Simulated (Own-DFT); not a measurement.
# Which way do the neighbours of a vacancy move? diamond silicon, 63 atoms (Si63), with one Si vacancy

These are calculations, not measurements. They come from Own-DFT, an in-house plane-wave density functional program, since retired, whose code no person has reviewed. Each row is one single-point run on a periodic cell that was not relaxed, without spin or spin-orbit coupling.

Settings of every run: PBE; PseudoDojo norm-conserving scalar-relativistic files; cutoff 20 hartree; 3 x 3 x 3 k mesh centred on Gamma; Fermi-Dirac smearing of 0.1 eV.

Known limits: not probed for a lower state with spin; forces not confirmed at this smearing and k mesh; stress not checked against mesh or cutoff.

Cell vectors in Å: (10.862, 0.000, 0.000); (0.000, 10.862, 0.000); (0.000, 0.000, 10.862). Every atom was also moved at random, by a Gaussian of width 0.03 Å on each axis. The defect's site can differ from row to row. The empty site has 4 nearest neighbours, all Si. For each, d is its distance from the empty site and R the part of its force along the line away from it, positive outwards. The last column is the rms force component on atoms over 4.5 Å away.

| run | d1 (Å) | d2 (Å) | d3 (Å) | d4 (Å) | R1 (eV/Å) | R2 (eV/Å) | R3 (eV/Å) | R4 (eV/Å) | far F (eV/Å) |
|---|---|---|---|---|---|---|---|---|---|
| 1 | 2.306 | 2.331 | 2.349 | 2.357 | -0.08 | -0.27 | -0.11 | -0.39 | 0.46 |
| 2 | 2.346 | 2.352 | 2.354 | 2.371 | -0.13 | -0.25 | -0.26 | -0.25 | 0.53 |
| 3 | 2.296 | 2.367 | 2.374 | 2.394 | -0.03 | -0.11 | -0.50 | -0.48 | 0.44 |
| 4 | 2.327 | 2.331 | 2.361 | 2.382 | -0.44 | -0.25 | -0.23 | -0.56 | 0.54 |
| 5 | 2.305 | 2.327 | 2.352 | 2.367 | 0.06 | -0.36 | -0.23 | -0.52 | 0.45 |
| 6 | 2.335 | 2.346 | 2.381 | 2.401 | -0.10 | -0.16 | -0.49 | -0.51 | 0.44 |
| 7 | 2.296 | 2.327 | 2.328 | 2.389 | -0.14 | -0.21 | -0.23 | -0.60 | 0.45 |
| 8 | 2.346 | 2.357 | 2.358 | 2.369 | -0.27 | -0.46 | -0.45 | -0.28 | 0.49 |
| 9 | 2.367 | 2.367 | 2.387 | 2.397 | -0.48 | -0.60 | -0.46 | -0.40 | 0.43 |
| 10 | 2.315 | 2.333 | 2.379 | 2.381 | ? | ? | ? | ? | ? |

## Worked fit

A straight line through the 36 neighbours shown gives R = -0.31 - 4.5 (d - 2.353) eV/Å, with a scatter of 0.12 left by the moves of the other atoms. The slope, with an error of 0.7, is the pull back towards the neighbour's own site. The constant, -0.31 ± 0.02 eV/Å, is the force at the mean distance: with one bond gone, the neighbours are pushed inwards, towards the empty site. It shows how a relaxation would start, not where it would end, and it depends somewhat on the width of the random moves.

## Withheld run

Question: what mean R should the neighbours of run 10 feel? Their mean d is 2.352 Å.

The line gives -0.31 ± 0.06 eV/Å, by the scatter of the means of the runs shown. The calculation gave R = -0.13, -0.32, -0.41, -0.29, a mean of -0.29 eV/Å.
